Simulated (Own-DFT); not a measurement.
# How strain changes the stress of 4H SiC, 72 atoms (C36Si36)

These are calculations, not measurements. The program, named Own-DFT, is a retired in-house plane-wave density functional code that no person has reviewed. Each row is one single-point run on a periodic cell that was not relaxed, without spin or spin-orbit coupling.

Settings of every run: PBE; PseudoDojo norm-conserving scalar-relativistic files; cutoff 42 hartree; 4 x 4 x 3 k mesh centred on Gamma; Fermi-Dirac smearing of 0.1 eV.

Known limits: forces on such cells passed a denser k mesh, each cell not checked; stress not checked against mesh or cutoff.

Unstrained cell vectors in Å: (9.248, 0.000, 0.000); (-4.624, 8.009, 0.000); (0.000, 0.000, 10.068). The unstrained cell has measured lattice constants (interpolated for alloys), not those of this functional. That, the random moves and any unrelaxed bonds set the pressure at no strain. Each run strains this cell uniformly, with the atoms carried along. Every atom was also moved at random, by a Gaussian of width 0.05 Å on each axis. Strain is the symmetric tensor, in per cent. Stress is positive in tension, and the pressure is minus a third of its trace.

```
run  e_xx (%)  e_yy (%)  e_zz (%)  e_yz (%)  e_xz (%)  e_xy (%)  s_xx (GPa)  s_yy (GPa)  s_zz (GPa)  s_yz (GPa)  s_xz (GPa)  s_xy (GPa)  P (GPa)  E (meV/atom)
  1     -0.60      0.24      0.73      1.60      0.25      1.70       -7.76       -4.43       -1.86        6.13        0.27        7.26     4.68          24.2
  2      1.30     -0.11     -1.88     -1.93     -0.66      1.23        3.52       -6.74      -19.63       -7.15       -2.38        4.94     7.62          34.8
  3     -1.61     -1.41     -1.96     -0.84      1.25      0.91      -18.41      -16.55      -18.93       -2.28        4.90        4.67    17.97          52.1
  4      1.12      0.76     -1.52      1.21     -0.76     -1.66        0.03       -0.59      -16.28        4.51       -2.40       -8.75     5.61          41.4
  5      1.48     -0.98      1.61     -0.99     -0.32     -0.77        4.28       -8.45        2.80       -3.68       -1.46       -2.90     0.46           4.7
  6     -1.58     -0.19      1.98      1.66      1.15     -0.70      -11.91       -5.81        3.14        4.91        3.15       -4.29     4.86          15.2
  7      1.19     -1.45     -1.45      0.74     -0.17      0.08       -0.34      -12.81      -15.11        3.47       -0.83       -0.19     9.42           9.3
  8      1.22      1.67      1.97      0.84      1.14     -0.41        3.58        5.55        6.62        1.67        2.99       -1.21    -5.25           0.0
  9     -1.49     -1.41      0.78     -1.55      1.49      0.00      -16.46      -13.69       -3.36       -6.35        6.42        3.27    11.17          50.0
 10     -1.96     -0.81      0.99     -1.22      1.64      1.96      -17.14      -11.79       -0.37       -4.33        6.58       10.39     9.77          17.6
 11     -0.64      0.28     -1.92      0.69     -0.90      0.14      -10.40       -3.66      -18.97        1.63       -2.69        3.12    11.01          27.2
 12      0.16     -1.17      0.74      0.92     -1.25     -1.09       -5.56      -10.93       -3.08        2.86       -4.13       -6.12     6.52          21.1
 13      1.23      1.83     -1.35     -1.53     -0.03      0.65        2.13        4.68      -14.49       -5.16        0.17        2.77     2.56          42.8
 14     -1.77     -0.23     -1.87     -0.89     -1.92     -0.87      -16.27       -9.66      -20.23       -3.93       -8.89       -4.65    15.39          51.5
 15     -1.90     -0.19     -1.08      1.07     -1.04      0.16      -15.40       -9.63      -13.89        4.80       -3.25        1.61    12.97          30.2
 16      1.07     -0.14     -1.28     -1.47      1.49     -0.80        0.21       -5.11      -14.34       -4.75        4.70       -3.42     6.41          26.5
 17      0.32      1.61     -1.54      1.79     -1.43      0.28           ?           ?           ?           ?           ?           ?        ?             ?
```

E is the free energy for each atom above the lowest run shown.

## Worked fit

Each stress component was fitted by least squares to a constant and the strains of the runs shown, as fractions, with shears doubled. Shear strains stay in the fit of a normal stress only where such slopes are resolved. The slopes, in GPa:

```
stress  at no strain  per e_xx  per e_yy  per e_zz  scatter
  s_xx          -5.2  584 ± 26   88 ± 36   57 ± 22     1.30
  s_yy          -5.4   99 ± 17  546 ± 23   58 ± 14     0.85
  s_zz          -7.0   27 ± 19   22 ± 26  617 ± 16     0.95
```

Each shear stress against twice its own strain: yz 188 ± 8, xz 185 ± 13, xy 230 ± 20 GPa. These are stiffnesses along x, y and z of the frame in which the cell vectors are given, which need not be the crystal's axes. The atoms are held to the strained lattice; where symmetry lets them move under strain, relaxing them would lower some slopes. The table should be nearly symmetric about its diagonal, and what it lacks of that shows the noise. A ninth of its sum, 233 ± 4 GPa, estimates the bulk modulus near the mean pressure of these runs, 7.6 GPa, so it lies above the value at zero pressure.

## Withheld run

Question: what normal stresses and pressure should run 17 give?

The fit gives s_xx = -2.8, s_yy = 2.9, s_zz = -16.1 and P = 5.4 GPa. The calculation gave -1.17, 2.72, -18.10 and P = 5.52 GPa.
